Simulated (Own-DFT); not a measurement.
Simulation results for AlN (wurtzite, atoms displaced)

Computed with Own-DFT development build. A calculation, not a measurement: plane-wave PBE density functional theory by an unreviewed code, no spin, of a simulated periodic cell, stress positive in tension, free energy of the whole cell less one offset for each atom, forces on such cells passed a denser k mesh, this cell's mesh not checked; offsets are fitted by least squares, one for each functional and potential file, so energies compare only between cells with the same atoms and settings and are not formation energies; the far tail of each file's local potential was reset to the Coulomb form; each entry is a single point on an unrelaxed cell, so the pressure reflects the starting lattice, mostly measured values (interpolated for alloys), from which strain is counted, and rises with the displacements; printed positions are rounded, which can move forces by about a meV/angstrom; the program, named Own-DFT, is a retired in-house code; no spin-orbit coupling.

Settings shared by all entries: functional PBE; potential files PseudoDojo norm-conserving, scalar-relativistic, standard set; wave cutoff 42 hartree; occupations Fermi-Dirac; smearing width 0.1 eV; hardware one NVIDIA H100; k mesh 2 x 2 x 2 centred on Gamma.

(1) AlN (wurtzite, atoms displaced)

```
AlN
1.0
     12.4480     0.0000     0.0000
     -6.2240    10.7803     0.0000
      0.0000     0.0000     9.9640
Al N Al N Al N Al N Al N Al N Al N Al N Al N Al N Al N Al N Al N Al N Al N Al N Al N Al N Al N Al N Al N Al N Al N Al N Al N Al N Al N Al N Al N Al N Al N Al N
2 2 2 2 2 2 2 2 2 2 2 2 2 2 2 2 2 2 2 2 2 2 2 2 2 2 2 2 2 2 2 2 2 2 2 2 2 2 2 2 2 2 2 2 2 2 2 2 2 2 2 2 2 2 2 2 2 2 2 2 2 2 2 2
Direct
  0.08362 0.16447 0.99635
  0.16691 0.08325 0.24519
  0.08185 0.16434 0.19223
  0.16580 0.08142 0.44214
  0.08665 0.16644 0.49622
  0.16546 0.08074 0.75215
  0.08201 0.16728 0.69317
  0.16548 0.08296 0.93917
  0.08445 0.41661 0.00299
  0.16546 0.33312 0.25042
  0.07984 0.41417 0.18923
  0.16746 0.33319 0.44057
  0.08140 0.41780 0.49777
  0.16706 0.33351 0.74860
  0.08586 0.41772 0.69161
  0.16545 0.33264 0.93722
  0.08339 0.66762 0.00179
  0.16836 0.58541 0.24886
  0.08503 0.66475 0.19061
  0.16920 0.58600 0.44057
  0.08334 0.66682 0.49652
  0.16625 0.58362 0.75034
  0.07963 0.66858 0.69415
  0.16282 0.58203 0.94110
  0.08485 0.91798 0.99862
  0.16885 0.83399 0.25030
  0.08553 0.92070 0.18785
  0.16378 0.83039 0.44334
  0.08132 0.91631 0.49829
  0.16744 0.83333 0.74794
  0.08363 0.91592 0.68821
  0.16685 0.83414 0.94161
  0.33630 0.16906 0.00073
  0.41691 0.08547 0.24774
  0.33464 0.16723 0.19088
  0.41544 0.08350 0.44305
  0.33177 0.16528 0.49951
  0.41490 0.08204 0.74995
  0.33119 0.16771 0.69109
  0.41653 0.08119 0.94007
  0.33206 0.41561 0.99924
  0.41543 0.33012 0.24732
  0.33486 0.41734 0.19668
  0.41697 0.33477 0.43941
  0.33399 0.41893 0.50004
  0.41793 0.33425 0.75348
  0.33485 0.41680 0.69125
  0.41287 0.33221 0.94105
  0.33465 0.66776 0.99907
  0.42016 0.58237 0.24676
  0.32902 0.66253 0.18944
  0.42133 0.58807 0.43837
  0.33164 0.66336 0.49833
  0.41799 0.58555 0.74981
  0.33145 0.67107 0.69170
  0.41804 0.58219 0.93839
  0.33479 0.91491 0.00013
  0.41453 0.82850 0.25126
  0.33581 0.91574 0.18824
  0.41839 0.83679 0.44323
  0.33245 0.91635 0.50013
  0.41417 0.83012 0.75078
  0.33418 0.91848 0.69063
  0.41655 0.83456 0.94318
  0.58140 0.16449 0.00302
  0.66712 0.08437 0.25043
  0.58137 0.16426 0.18973
  0.66928 0.08476 0.43862
  0.58341 0.16723 0.50115
  0.66671 0.08539 0.74453
  0.58310 0.16504 0.68876
  0.66806 0.08353 0.93907
  0.58335 0.41637 0.00097
  0.66756 0.33363 0.24854
  0.58765 0.41926 0.19131
  0.66884 0.33407 0.43437
  0.58339 0.41683 0.50023
  0.66675 0.33201 0.74829
  0.58214 0.41425 0.69050
  0.66523 0.33401 0.94046
  0.58157 0.66583 0.00079
  0.66701 0.58586 0.24912
  0.58298 0.66807 0.19001
  0.66867 0.58171 0.44221
  0.58455 0.66573 0.50358
  0.66819 0.58496 0.74519
  0.58534 0.66423 0.69183
  0.66838 0.58506 0.93867
  0.58268 0.91548 0.00253
  0.66768 0.83670 0.24980
  0.58341 0.91646 0.19479
  0.66329 0.82979 0.43821
  0.58727 0.91627 0.50052
  0.66861 0.83438 0.74852
  0.58311 0.91677 0.68944
  0.66717 0.83321 0.94137
  0.83191 0.16486 0.00171
  0.91505 0.08455 0.24973
  0.83485 0.16769 0.19323
  0.91621 0.08368 0.44047
  0.83389 0.16618 0.50196
  0.91749 0.08353 0.74632
  0.83035 0.16330 0.69254
  0.91966 0.08335 0.94067
  0.83398 0.41721 0.00493
  0.91809 0.33407 0.24894
  0.83240 0.41394 0.19204
  0.91618 0.33238 0.44285
  0.83621 0.41883 0.50168
  0.91818 0.33093 0.74924
  0.83276 0.41438 0.69188
  0.91828 0.33130 0.93832
  0.82940 0.66523 0.00012
  0.91515 0.58698 0.24779
  0.83625 0.66695 0.18946
  0.91447 0.58194 0.44048
  0.83712 0.66807 0.49900
  0.91828 0.58517 0.74907
  0.83092 0.66493 0.69231
  0.91619 0.58054 0.94134
  0.83474 0.91712 0.00275
  0.91824 0.83335 0.25173
  0.83443 0.91810 0.19183
  0.91525 0.83490 0.44230
  0.83396 0.91520 0.49957
  0.91890 0.83555 0.74929
  0.83504 0.91778 0.68735
  0.91977 0.83635 0.94076
```

The calculation gives: free energy of cell above offsets -62.176 eV; pressure 3.77 GPa; stress xx -4.19 GPa; stress yy -3.5 GPa; stress zz -3.62 GPa; stress yz 0.06 GPa; stress xz 0.09 GPa; stress xy 0.06 GPa; wall time 396.8 s.

Force:
```tsv
element	x (eV/Å)	y (eV/Å)	z (eV/Å)
Al	-0.408	0.577	0.5
Al	-0.155	0.28	0.862
N	0.096	0.61	-0.471
N	0.257	0.046	-0.868
Al	-0.899	0.037	0.729
Al	-0.233	0.548	-0.674
N	0.676	-0.162	-0.784
N	0.9	0.157	0.518
Al	-0.396	-0.297	-0.992
Al	0.188	-0.18	-0.069
N	0.803	0.724	0.68
N	-0.357	0.367	0.057
Al	0.728	-0.262	0.456
Al	0.173	0.004	-0.065
N	-0.382	0.067	-0.639
N	0.389	0.157	0.84
Al	-0.199	-0.174	-0.52
Al	-0.257	-1.052	0.119
N	-0.916	0.626	0.397
N	-0.476	-0.617	-0.219
Al	-0.224	-0.362	0.844
Al	-0.601	-0.05	0.203
N	1.308	-0.306	-1.093
N	0.93	0.395	0.092
Al	0.017	-0.18	-0.025
Al	-0.147	0.04	-0.277
N	0.302	-1.09	0.606
N	0.057	0.718	-0.709
Al	0.394	0.049	0.304
Al	-0.165	0.269	0.45
N	-0.075	0.088	0.214
N	0.278	-0.072	-0.213
Al	-0.307	-0.919	-0.52
Al	0.455	-0.872	0.702
N	-0.265	-0.248	-0.39
N	0.137	-0.049	-0.642
Al	0.035	0.615	0.291
Al	0.015	0.505	-0.164
N	0.458	-0.19	0.186
N	-0.307	0.339	0.233
Al	-0.397	0.06	0.307
Al	0.367	1.095	0.769
N	-0.272	-0.475	-1.292
N	0.01	-0.387	0.011
Al	0.362	-0.116	-0.21
Al	-0.226	-0.281	-0.789
N	-0.252	0.469	-0.076
N	0.803	0.403	0.482
Al	-0.47	-0.583	-0.152
Al	-0.894	0.295	0.644
N	1.155	0.44	-0.035
N	-0.345	-0.748	0.383
Al	0.425	1.347	0.277
Al	-0.166	-0.365	-0.312
N	0.848	-1.39	-0.322
N	-0.617	0.201	0.494
Al	-0.852	0.331	-0.094
Al	0.103	0.702	0.259
N	-0.453	0.131	0.704
N	0.078	-0.907	-0.339
Al	0.18	0.149	0.066
Al	0.155	1.576	-0.085
N	0.005	-0.591	0.109
N	0.627	-0.574	-0.463
Al	0.479	0.359	-0.956
Al	0.014	-0.109	0.042
N	0.111	0.502	0.32
N	-0.3	-0.23	0.61
Al	0.167	0.053	-0.755
Al	0.063	-0.806	1.041
N	-0.563	0.344	0.222
N	-0.499	-0.308	0.248
Al	-0.075	0.347	-0.346
Al	-0.006	-0.276	-0.062
N	-0.809	-0.3	-0.267
N	-0.216	-0.117	1.33
Al	0.26	-0.524	-0.342
Al	-0.056	0.085	0.426
N	0.117	0.384	0.071
N	0.354	-0.46	0.216
Al	0.65	0.276	-0.473
Al	0.284	-0.288	0.398
N	0.519	0.199	-0.122
N	-0.302	0.692	-0.274
Al	0.154	0.03	-0.687
Al	0.221	-1.033	0.886
N	-1.016	0.827	-0.137
N	-0.734	-0.517	0.176
Al	0.246	0.529	-0.291
Al	0.29	-0.539	0.025
N	-0.313	0.009	-0.609
N	0.927	0.368	0.549
Al	-0.95	0.256	-0.315
Al	-0.138	0.023	0.308
N	0.137	-0.322	0.337
N	-0.052	-0.036	-0.039
Al	0.512	0.303	-0.488
Al	0.59	-0.192	0.261
N	-0.533	-0.104	-0.465
N	0.39	-0.167	0.145
Al	-0.068	0.033	-0.239
Al	-0.224	-0.107	0.727
N	0.546	0.577	-0.536
N	-0.787	-0.319	-0.128
Al	0.216	-0.601	-1.166
Al	-0.503	-0.31	0.547
N	0.097	0.816	0.085
N	0.074	0.31	-0.349
Al	-0.553	-0.809	-0.227
Al	-0.331	0.268	0.225
N	0.23	0.44	-0.237
N	-0.477	0.181	0.734
Al	1.137	0.508	-0.628
Al	1.379	-1.295	0.31
N	-1.213	0.615	0.153
N	0.654	0.574	-0.322
Al	-0.76	-0.312	0.531
Al	-0.661	-0.912	0.656
N	0.743	0.817	-0.555
N	-0.422	0.675	0.239
Al	-0.046	0.126	-0.509
Al	-0.237	0.486	-0.495
N	0.07	-0.381	0.188
N	0.8	-0.6	-0.534
Al	-0.994	0.546	-0.299
Al	-0.176	-0.486	0.177
N	-0.09	-0.338	0.379
N	-0.324	-0.679	0.008
```

(2) AlN (wurtzite, atoms displaced)

```
AlN
1.0
     12.4480     0.0000     0.0000
     -6.2240    10.7803     0.0000
      0.0000     0.0000     9.9640
Al N Al N Al N Al N Al N Al N Al N Al N Al N Al N Al N Al N Al N Al N Al N Al N Al N Al N Al N Al N Al N Al N Al N Al N Al N Al N Al N Al N Al N Al N Al N Al N
2 2 2 2 2 2 2 2 2 2 2 2 2 2 2 2 2 2 2 2 2 2 2 2 2 2 2 2 2 2 2 2 2 2 2 2 2 2 2 2 2 2 2 2 2 2 2 2 2 2 2 2 2 2 2 2 2 2 2 2 2 2 2 2
Direct
  0.08500 0.16769 0.00041
  0.16714 0.08533 0.24993
  0.08360 0.16839 0.19022
  0.16724 0.08640 0.44167
  0.08070 0.16551 0.49729
  0.16632 0.08230 0.75314
  0.08420 0.16879 0.69067
  0.16505 0.08229 0.94036
  0.08234 0.41761 0.99996
  0.16740 0.33230 0.24886
  0.08471 0.41880 0.19133
  0.16640 0.33369 0.44086
  0.08137 0.41387 0.49862
  0.16576 0.33270 0.74756
  0.08375 0.41618 0.68965
  0.16781 0.33204 0.94359
  0.08377 0.66748 0.99966
  0.16789 0.58513 0.25027
  0.08368 0.66599 0.19265
  0.16799 0.58433 0.44147
  0.08294 0.66726 0.49947
  0.17275 0.58752 0.75189
  0.08220 0.66502 0.68674
  0.16753 0.58462 0.94057
  0.08122 0.91690 0.00014
  0.16597 0.83431 0.24942
  0.08250 0.91451 0.18951
  0.16643 0.83530 0.44061
  0.08281 0.91690 0.49629
  0.16599 0.83268 0.75168
  0.08212 0.91728 0.69046
  0.16641 0.83185 0.94476
  0.33148 0.16300 0.00244
  0.41982 0.08170 0.25327
  0.33431 0.16639 0.18933
  0.41689 0.08051 0.44175
  0.33478 0.16664 0.49905
  0.41472 0.08248 0.74840
  0.33271 0.17024 0.68942
  0.41759 0.08335 0.94021
  0.33268 0.41789 0.00344
  0.41444 0.33321 0.25341
  0.33587 0.41631 0.19180
  0.41770 0.33425 0.43945
  0.33295 0.41979 0.50243
  0.41540 0.33402 0.75229
  0.33001 0.41596 0.69139
  0.41492 0.32987 0.94290
  0.33123 0.66668 0.00054
  0.41525 0.58379 0.25266
  0.33468 0.66878 0.19271
  0.41654 0.58551 0.44111
  0.33282 0.66479 0.50389
  0.41677 0.58237 0.74766
  0.33255 0.66649 0.69070
  0.41800 0.58471 0.94171
  0.33018 0.91626 0.99925
  0.41743 0.83513 0.25187
  0.33474 0.91533 0.19249
  0.41571 0.83124 0.44085
  0.33462 0.91647 0.50286
  0.41341 0.83179 0.74659
  0.33243 0.91780 0.68681
  0.41822 0.83208 0.93940
  0.58286 0.16603 0.00235
  0.66915 0.08177 0.24723
  0.58364 0.16729 0.19560
  0.66627 0.08358 0.44094
  0.58093 0.16448 0.50040
  0.66659 0.08281 0.74755
  0.58351 0.16731 0.69187
  0.66808 0.08542 0.94547
  0.58270 0.41385 0.99998
  0.66751 0.33481 0.24885
  0.58289 0.41677 0.19032
  0.66705 0.33224 0.44136
  0.58190 0.41323 0.50190
  0.66627 0.33407 0.74788
  0.58544 0.41809 0.69205
  0.66985 0.33455 0.94588
  0.58447 0.66380 0.99968
  0.66696 0.58316 0.24920
  0.58789 0.67056 0.19053
  0.66676 0.58179 0.43950
  0.58229 0.66992 0.50043
  0.66622 0.58338 0.75050
  0.58342 0.66912 0.69394
  0.66691 0.58404 0.94056
  0.58077 0.91718 0.99939
  0.66787 0.83734 0.24850
  0.57890 0.91510 0.19189
  0.66687 0.83220 0.44292
  0.58558 0.91746 0.49992
  0.66462 0.82949 0.74864
  0.58400 0.91633 0.68561
  0.66389 0.83233 0.94047
  0.82880 0.16225 0.99746
  0.91451 0.08242 0.25218
  0.83166 0.16539 0.19506
  0.91981 0.08118 0.44237
  0.83387 0.16448 0.50520
  0.91446 0.08128 0.74916
  0.83197 0.16439 0.69001
  0.91711 0.08425 0.94234
  0.83403 0.41785 0.00154
  0.91981 0.33526 0.25325
  0.83330 0.41745 0.19185
  0.91564 0.33340 0.44574
  0.83497 0.41731 0.49724
  0.91706 0.33226 0.75339
  0.83072 0.41533 0.69024
  0.91703 0.33212 0.93804
  0.83143 0.66886 0.99862
  0.91534 0.57920 0.25230
  0.83445 0.66696 0.19459
  0.91662 0.58350 0.44064
  0.83531 0.66877 0.49765
  0.91614 0.58274 0.74831
  0.83169 0.66569 0.68903
  0.91528 0.58145 0.93959
  0.83219 0.91615 0.00149
  0.91965 0.83259 0.24973
  0.83173 0.91677 0.19139
  0.91504 0.83525 0.43839
  0.83155 0.91804 0.49801
  0.91424 0.83000 0.74903
  0.83613 0.91903 0.69229
  0.91657 0.83074 0.94035
```

The calculation gives: free energy of cell above offsets -62.257 eV; pressure 3.78 GPa; stress xx -3.59 GPa; stress yy -3.99 GPa; stress zz -3.75 GPa; stress yz -0.15 GPa; stress xz -0.1 GPa; stress xy -0.59 GPa; wall time 373.8 s.

Force:
```tsv
element	x (eV/Å)	y (eV/Å)	z (eV/Å)
Al	-0.497	-0.162	-0.117
Al	0.205	-0.311	0.037
N	-0.065	-0.57	0.247
N	0.336	-0.471	-0.45
Al	1.013	0.631	0.897
Al	-0.428	0.374	-0.946
N	-0.141	-0.716	-0.045
N	0.291	-0.114	0.455
Al	0.449	-0.403	-0.109
Al	-0.155	0.542	0.162
N	0.093	-0.258	-0.033
N	0.113	-0.107	-0.276
Al	0.098	0.856	0.394
Al	-0.272	-0.051	0.723
N	-0.162	0.407	0.382
N	-0.5	0.585	-0.413
Al	-0.414	-0.631	0.441
Al	0.172	0.062	0.316
N	-0.298	0.098	-0.318
N	-0.21	-0.375	0.02
Al	0.319	0.024	-0.39
Al	-1.347	-1.268	-0.537
N	0.313	0.46	1.001
N	-0.182	-0.123	0.07
Al	0.307	-0.249	-0.104
Al	0.609	-0.335	0.179
N	-0.046	0.901	0.08
N	0.277	-0.196	-0.06
Al	-0.228	0.359	0.599
Al	-0.411	-0.072	-0.473
N	0.352	-0.344	0.081
N	-0.464	0.401	-0.782
Al	0.071	0.5	-0.396
Al	-0.737	0.112	-0.448
N	0.01	-0.298	0.817
N	-0.456	0.344	0.188
Al	-0.434	0.094	0.046
Al	0.049	0.644	0.144
N	0.495	-0.691	0.23
N	-0.255	-0.346	-0.076
Al	0.557	-0.132	-0.54
Al	0.996	-0.081	-0.733
N	-0.826	0.371	0.282
N	-0.436	-0.123	0.767
Al	0.377	-0.693	-0.477
Al	0.214	0.055	-0.009
N	0.748	0.446	-0.092
N	-0.164	0.438	-0.163
Al	0.922	0.161	0.298
Al	0.704	0.36	-0.695
N	-0.086	-0.311	-0.358
N	0.218	-0.314	0.429
Al	-0.523	0.466	-0.898
Al	-0.228	0.132	0.893
N	0.656	0.135	0.142
N	-0.287	-0.417	-0.232
Al	1.189	0.072	0.431
Al	-0.201	-0.686	0.159
N	-0.687	0.338	-0.428
N	0.177	0.263	0.545
Al	-0.31	-0.465	-1.136
Al	0.773	0.646	0.341
N	0.009	-0.381	1.211
N	-1.19	0.258	-0.337
Al	-0.087	0.425	0.165
Al	-1.154	0.222	0.808
N	0.414	-0.192	-0.657
N	0.535	-0.158	-0.013
Al	0.663	0.506	-0.099
Al	-0.27	-0.15	0.433
N	-0.214	-0.337	-0.038
N	-0.724	-0.812	-1.027
Al	-0.213	0.289	0.152
Al	-0.284	-0.238	0.373
N	-0.105	-0.095	0.071
N	-0.154	-0.05	-0.07
Al	0.242	0.84	-0.437
Al	0.347	-0.147	0.752
N	-0.853	-0.288	0.104
N	-0.485	-0.522	-0.815
Al	-0.873	0.75	0.326
Al	-0.105	0.091	0.277
N	-0.671	-0.565	0.212
N	-0.476	0.223	0.591
Al	1.045	-0.972	-0.115
Al	0.098	0.066	-0.229
N	0.157	-1.124	-0.828
N	0.18	-0.597	-0.138
Al	0.589	-0.316	0.13
Al	-0.088	-0.908	0.215
N	0.836	0.519	-0.338
N	-0.334	0.648	-0.612
Al	-0.591	-0.121	-0.54
Al	0.045	1.519	0.527
N	-0.339	-0.14	1.104
N	0.4	0.216	0.044
Al	1.097	1.133	0.856
Al	0.492	0.198	-0.42
N	0.635	0.63	-0.741
N	-1.444	0.388	-0.369
Al	-0.421	0.224	-1.115
Al	0.657	0.619	0.474
N	0.068	0.282	0.72
N	0.066	-0.367	-0.2
Al	0.361	-0.21	-0.214
Al	-0.504	-0.472	-0.157
N	0.586	-0.501	0.04
N	0.502	-0.531	-0.748
Al	-0.679	-0.146	0.81
Al	-0.265	0.353	-1.11
N	0.636	0.11	-0.046
N	-0.283	-0.054	1.084
Al	0.91	-0.891	0.713
Al	-0.104	1.081	-0.389
N	0.143	-0.231	-0.774
N	0.169	0.036	0.131
Al	-0.591	-0.395	-0.055
Al	-0.016	-0.296	0.049
N	0.149	0.07	0.053
N	0.018	0.715	0.124
Al	-0.109	-0.001	-0.455
Al	-1.04	-0.031	-0.013
N	0.68	0.182	0.026
N	0.471	-0.058	0.324
Al	0.728	-0.559	0.668
Al	0.156	0.632	-0.072
N	-0.53	-1.016	-0.443
N	-0.543	0.68	-0.014
```
